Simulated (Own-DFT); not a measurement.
Simulation results for Hf$_{31}$O$_{64}$ (monoclinic hafnia with one vacancy, atoms displaced)

Computed with Own-DFT development build. A calculation, not a measurement: plane-wave density functional theory by an unreviewed code, no spin, of a simulated periodic cell, stress positive in tension, run twice, with PBE and with PBEsol, both on files made for PBE, so the change isn't that of files made for PBEsol, defect cell not probed for a lower state with spin; a neutral cation vacancy leaves holes that likely carry spin, which this run leaves out; hafnium file: forces about 75 meV/angstrom off all-electron values; oxygen file: force components 24 meV/angstrom off all-electron in one glass; forces on such cells passed a denser k mesh, this cell's mesh not checked; the far tail of each file's local potential was reset to the Coulomb form; each entry is a single point on an unrelaxed cell, so the pressure reflects the starting lattice, mostly measured values (interpolated for alloys), from which strain is counted, and rises with the displacements; printed positions are rounded, which can move forces by about a meV/angstrom; the program, named Own-DFT, is a retired in-house code; no spin-orbit coupling; stress was not checked against mesh or cutoff.

```json
{"formula": "Hf31O64", "kind": "monoclinic hafnia with one vacancy, atoms displaced", "structure": {"cell_angstrom": [[10.234, 0.0, 0.0], [0.0, 10.35, 0.0], [-1.6955, 0.0, 10.4453]], "atoms_fractional": [["Hf", 0.13806, 0.02135, 0.10768], ["Hf", 0.36139, 0.26551, 0.14558], ["Hf", 0.36031, 0.47609, 0.39537], ["Hf", 0.13529, 0.23886, 0.35205], ["O", 0.03864, 0.16639, 0.17486], ["O", 0.45708, 0.41657, 0.08181], ["O", 0.46439, 0.33258, 0.32978], ["O", 0.04117, 0.08318, 0.42172], ["O", 0.22334, 0.38077, 0.23906], ["O", 0.27326, 0.13231, 0.0083], ["O", 0.27639, 0.11863, 0.26371], ["O", 0.22379, 0.3688, 0.49296], ["Hf", 0.13508, 0.01912, 0.60556], ["Hf", 0.36065, 0.2754, 0.65052], ["Hf", 0.36641, 0.48338, 0.895], ["Hf", 0.13563, 0.22986, 0.85462], ["O", 0.03997, 0.16455, 0.66871], ["O", 0.46527, 0.41601, 0.57752], ["O", 0.46431, 0.33514, 0.82862], ["O", 0.03375, 0.0838, 0.92576], ["O", 0.22384, 0.37963, 0.74027], ["O", 0.27252, 0.12764, 0.51168], ["O", 0.27169, 0.12055, 0.76194], ["O", 0.22648, 0.3723, 0.99125], ["Hf", 0.14183, 0.51908, 0.10462], ["Hf", 0.36031, 0.76863, 0.15178], ["Hf", 0.36452, 0.97521, 0.39625], ["Hf", 0.13911, 0.72931, 0.35156], ["O", 0.03473, 0.66983, 0.17395], ["O", 0.46347, 0.91817, 0.07888], ["O", 0.46202, 0.83266, 0.32772], ["O", 0.03696, 0.5858, 0.42346], ["O", 0.22092, 0.87764, 0.23854], ["O", 0.27323, 0.62587, 0.00987], ["O", 0.278, 0.62209, 0.25648], ["O", 0.2248, 0.86852, 0.4957], ["Hf", 0.13713, 0.52325, 0.60622], ["Hf", 0.36026, 0.76591, 0.64521], ["Hf", 0.36252, 0.97795, 0.89791], ["Hf", 0.13406, 0.73561, 0.85346], ["O", 0.03714, 0.6656, 0.67337], ["O", 0.46116, 0.91107, 0.57579], ["O", 0.45855, 0.83603, 0.82743], ["O", 0.03599, 0.58106, 0.92185], ["O", 0.22192, 0.87787, 0.73611], ["O", 0.27492, 0.62629, 0.51307], ["O", 0.27848, 0.62235, 0.7583], ["O", 0.22309, 0.87539, 0.99545], ["Hf", 0.6347, 0.02131, 0.10324], ["Hf", 0.86205, 0.27385, 0.14939], ["Hf", 0.85977, 0.47744, 0.39931], ["Hf", 0.63924, 0.23091, 0.35186], ["O", 0.54065, 0.16681, 0.17483], ["O", 0.96525, 0.41642, 0.07957], ["O", 0.96021, 0.33339, 0.32994], ["O", 0.53939, 0.0842, 0.42653], ["O", 0.72854, 0.3774, 0.25037], ["O", 0.77685, 0.13115, 0.01064], ["O", 0.7732, 0.12528, 0.26079], ["O", 0.72251, 0.37064, 0.48699], ["Hf", 0.64078, 0.01773, 0.60153], ["Hf", 0.85825, 0.27186, 0.64564], ["Hf", 0.85777, 0.4828, 0.89615], ["Hf", 0.64089, 0.23297, 0.85382], ["O", 0.54003, 0.16957, 0.67314], ["O", 0.96297, 0.41525, 0.57705], ["O", 0.96332, 0.33678, 0.82596], ["O", 0.54055, 0.08289, 0.92232], ["O", 0.73432, 0.38328, 0.74401], ["O", 0.77797, 0.13016, 0.51246], ["O", 0.77152, 0.12441, 0.7552], ["O", 0.72837, 0.37102, 0.99227], ["Hf", 0.64773, 0.52283, 0.10466], ["Hf", 0.86225, 0.76902, 0.15147], ["Hf", 0.85518, 0.98568, 0.39647], ["Hf", 0.64054, 0.73425, 0.35514], ["O", 0.53289, 0.66816, 0.17055], ["O", 0.96235, 0.91314, 0.07587], ["O", 0.96402, 0.837, 0.32775], ["O", 0.53882, 0.58337, 0.42464], ["O", 0.72412, 0.87841, 0.2413], ["O", 0.77433, 0.6304, 0.01509], ["O", 0.77228, 0.62222, 0.25948], ["O", 0.7244, 0.87288, 0.48524], ["Hf", 0.63699, 0.51968, 0.60257], ["Hf", 0.86246, 0.77109, 0.64577], ["Hf", 0.63608, 0.72727, 0.85329], ["O", 0.53665, 0.67269, 0.67264], ["O", 0.96153, 0.91487, 0.57655], ["O", 0.96241, 0.83158, 0.82767], ["O", 0.53501, 0.58779, 0.92285], ["O", 0.72364, 0.87706, 0.74465], ["O", 0.781, 0.62884, 0.51147], ["O", 0.77007, 0.62142, 0.76014], ["O", 0.72841, 0.8685, 0.99136]]}, "settings": {"functional": "PBE, then PBEsol", "potential_files": "PseudoDojo norm-conserving, scalar-relativistic, standard set", "wave_cutoff [hartree]": 72.0, "occupations": "Fermi-Dirac", "smearing_width [eV]": 0.1, "k_mesh": "2 x 2 x 2 centred on Gamma"}, "results": {"PBE_pressure [GPa]": 3.81, "PBE_stress_xx [GPa]": -3.94, "PBE_stress_yy [GPa]": -3.92, "PBE_stress_zz [GPa]": -3.58, "PBE_stress_yz [GPa]": -0.29, "PBE_stress_xz [GPa]": 0.18, "PBE_stress_xy [GPa]": 0.42, "PBEsol_pressure [GPa]": -2.51, "PBEsol_stress_xx [GPa]": 2.4, "PBEsol_stress_yy [GPa]": 2.36, "PBEsol_stress_zz [GPa]": 2.77, "PBEsol_stress_yz [GPa]": -0.29, "PBEsol_stress_xz [GPa]": 0.5, "PBEsol_stress_xy [GPa]": 0.43, "force_element": ["Hf", "Hf", "Hf", "Hf", "O", "O", "O", "O", "O", "O", "O", "O", "Hf", "Hf", "Hf", "Hf", "O", "O", "O", "O", "O", "O", "O", "O", "Hf", "Hf", "Hf", "Hf", "O", "O", "O", "O", "O", "O", "O", "O", "Hf", "Hf", "Hf", "Hf", "O", "O", "O", "O", "O", "O", "O", "O", "Hf", "Hf", "Hf", "Hf", "O", "O", "O", "O", "O", "O", "O", "O", "Hf", "Hf", "Hf", "Hf", "O", "O", "O", "O", "O", "O", "O", "O", "Hf", "Hf", "Hf", "Hf", "O", "O", "O", "O", "O", "O", "O", "O", "Hf", "Hf", "Hf", "O", "O", "O", "O", "O", "O", "O", "O"], "PBE_force_x [eV/angstrom]": [-1.129, 0.175, 0.61, 0.486, -0.858, 1.624, -0.126, -1.242, 0.038, 0.18, 0.306, 0.198, 0.969, -0.08, -1.284, -0.453, -1.538, 0.115, 0.385, 0.83, -0.039, 0.676, 0.71, -0.48, -0.461, 0.328, -1.148, -0.481, 0.541, -0.141, 0.693, -0.482, 0.103, 0.308, -0.246, 0.004, 0.092, -0.489, -0.093, -0.128, -0.516, 1.163, 0.803, -0.341, -0.219, 0.351, -0.169, 0.293, 2.271, 0.228, 0.39, -0.655, -1.241, 0.178, 0.778, -0.496, -0.436, -0.76, 0.55, -0.248, -0.397, 0.796, 1.46, 1.002, -0.626, 0.377, 0.455, -1.049, -1.361, 0.156, -0.414, -0.731, -2.331, 0.043, 1.855, -0.537, 0.606, 0.608, 0.239, -0.427, -0.36, 0.385, 0.22, -0.436, 0.032, -0.204, 1.106, 0.253, 0.069, 0.656, -0.091, -0.523, -0.446, 0.406, -1.192], "PBE_force_y [eV/angstrom]": [-0.309, 0.68, 0.481, -2.248, 0.807, 0.628, -0.053, -0.143, -0.285, -0.385, 0.368, 0.683, 0.091, -1.772, -0.346, -0.368, 1.345, 0.275, 0.045, 0.492, 0.333, 0.422, 0.04, -0.174, 0.292, 0.082, 1.353, 0.493, -0.8, -0.129, -0.402, -0.381, -0.125, 0.764, -0.424, -0.362, -0.446, 0.993, 0.562, 0.044, 0.247, 0.788, -0.73, 0.17, -0.233, -0.283, -0.297, -0.555, -0.354, -1.581, 0.925, -0.286, 0.584, 0.323, -0.093, -0.359, 0.911, 1.144, -0.569, 0.233, 0.301, -1.147, -0.129, -2.429, 0.039, 0.344, -0.152, 0.069, 0.057, -0.202, 0.831, 0.744, -0.316, 1.633, -0.115, -1.052, -0.321, -0.298, 0.025, 0.053, 0.331, -0.641, -0.425, -0.045, 0.672, 0.895, 2.859, -0.995, 0.192, -0.658, -0.906, -0.527, 0.001, -0.315, -0.477], "PBE_force_z [eV/angstrom]": [-1.44, -0.02, 0.282, 1.04, -0.024, -0.178, -0.083, -0.442, 0.446, 0.542, -0.328, -0.326, -0.477, -0.749, 0.826, 0.034, 0.505, 0.074, 0.049, 0.092, 0.015, 0.315, 0.298, -0.28, -0.95, -1.747, 1.054, 0.874, -0.198, 0.224, 0.115, -0.201, 0.7, 0.091, 0.892, -1.295, -0.087, 0.182, -0.454, 0.434, -0.045, -0.022, 0.082, -0.081, 0.84, -0.77, 0.383, -0.613, -1.435, -1.424, 0.135, 0.808, -0.285, 0.1, 0.211, -0.605, -1.586, 0.924, 0.301, 0.946, 2.236, 0.816, 0.124, 0.41, -0.315, -0.063, 0.202, -0.07, -0.671, -0.678, -0.595, 0.265, 0.613, -1.743, -0.284, -0.491, 0.199, 1.184, 0.287, -0.326, 0.183, -0.564, 0.439, 0.566, 0.19, 1.613, 0.352, -0.49, -0.275, -0.346, 0.516, -1.838, -0.122, 0.165, 0.845], "PBEsol_force_x [eV/angstrom]": [-1.092, 0.165, 0.596, 0.476, -0.825, 1.553, -0.132, -1.207, 0.092, 0.113, 0.24, 0.262, 0.963, -0.083, -1.262, -0.435, -1.48, 0.102, 0.354, 0.985, 0.034, 0.586, 0.622, -0.413, -0.426, 0.314, -1.122, -0.474, 0.536, -0.144, 0.664, -0.455, 0.166, 0.238, -0.301, 0.075, 0.104, -0.495, -0.087, -0.163, -0.484, 1.117, 0.762, -0.33, -0.156, 0.276, -0.214, 0.351, 2.22, 0.205, 0.359, -0.62, -1.206, 0.162, 0.755, -0.469, -0.352, -0.882, 0.469, -0.173, -0.368, 0.745, 1.416, 0.997, -0.6, 0.353, 0.428, -1.021, -1.256, 0.095, -0.533, -0.643, -2.245, 0.039, 1.787, -0.506, 0.594, 0.63, 0.225, -0.405, -0.295, 0.302, 0.146, -0.366, 0.034, -0.195, 1.096, 0.246, 0.057, 0.744, -0.085, -0.499, -0.495, 0.325, -1.187], "PBEsol_force_y [eV/angstrom]": [-0.264, 0.722, 0.415, -2.251, 0.809, 0.607, -0.057, -0.143, -0.284, -0.374, 0.364, 0.673, 0.147, -1.677, -0.382, -0.427, 1.311, 0.286, 0.039, 0.556, 0.319, 0.408, 0.046, -0.161, 0.321, 0.114, 1.269, 0.443, -0.758, -0.105, -0.401, -0.382, -0.138, 0.723, -0.399, -0.354, -0.377, 1.013, 0.498, 0.018, 0.248, 0.775, -0.721, 0.149, -0.239, -0.277, -0.286, -0.529, -0.29, -1.505, 0.842, -0.322, 0.586, 0.325, -0.103, -0.374, 0.875, 1.202, -0.543, 0.237, 0.356, -1.082, -0.181, -2.432, 0.056, 0.355, -0.159, 0.053, 0.05, -0.214, 0.926, 0.751, -0.234, 1.653, -0.158, -1.06, -0.293, -0.327, 0.0, 0.033, 0.306, -0.652, -0.407, -0.029, 0.709, 0.918, 2.754, -0.959, 0.199, -0.798, -0.9, -0.588, -0.009, -0.316, -0.535], "PBEsol_force_z [eV/angstrom]": [-1.44, -0.006, 0.304, 0.993, 0.033, -0.233, -0.126, -0.373, 0.44, 0.539, -0.328, -0.325, -0.49, -0.708, 0.837, 0.022, 0.542, 0.019, -0.015, 0.182, 0.001, 0.312, 0.293, -0.261, -0.959, -1.672, 1.058, 0.82, -0.129, 0.16, 0.062, -0.142, 0.683, 0.104, 0.858, -1.259, -0.109, 0.196, -0.415, 0.372, -0.004, -0.081, 0.033, -0.024, 0.811, -0.738, 0.359, -0.591, -1.433, -1.378, 0.159, 0.758, -0.22, 0.055, 0.155, -0.54, -1.529, 0.962, 0.312, 0.915, 2.158, 0.827, 0.13, 0.372, -0.249, -0.118, 0.146, -0.005, -0.647, -0.671, -0.685, 0.258, 0.577, -1.688, -0.253, -0.51, 0.246, 1.23, 0.225, -0.258, 0.202, -0.54, 0.411, 0.535, 0.154, 1.617, 0.315, -0.421, -0.314, -0.463, 0.545, -1.882, -0.12, 0.167, 0.885], "rms_change_of_force_components_from_PBE_to_PBEsol [eV/angstrom]": 0.046}}
```
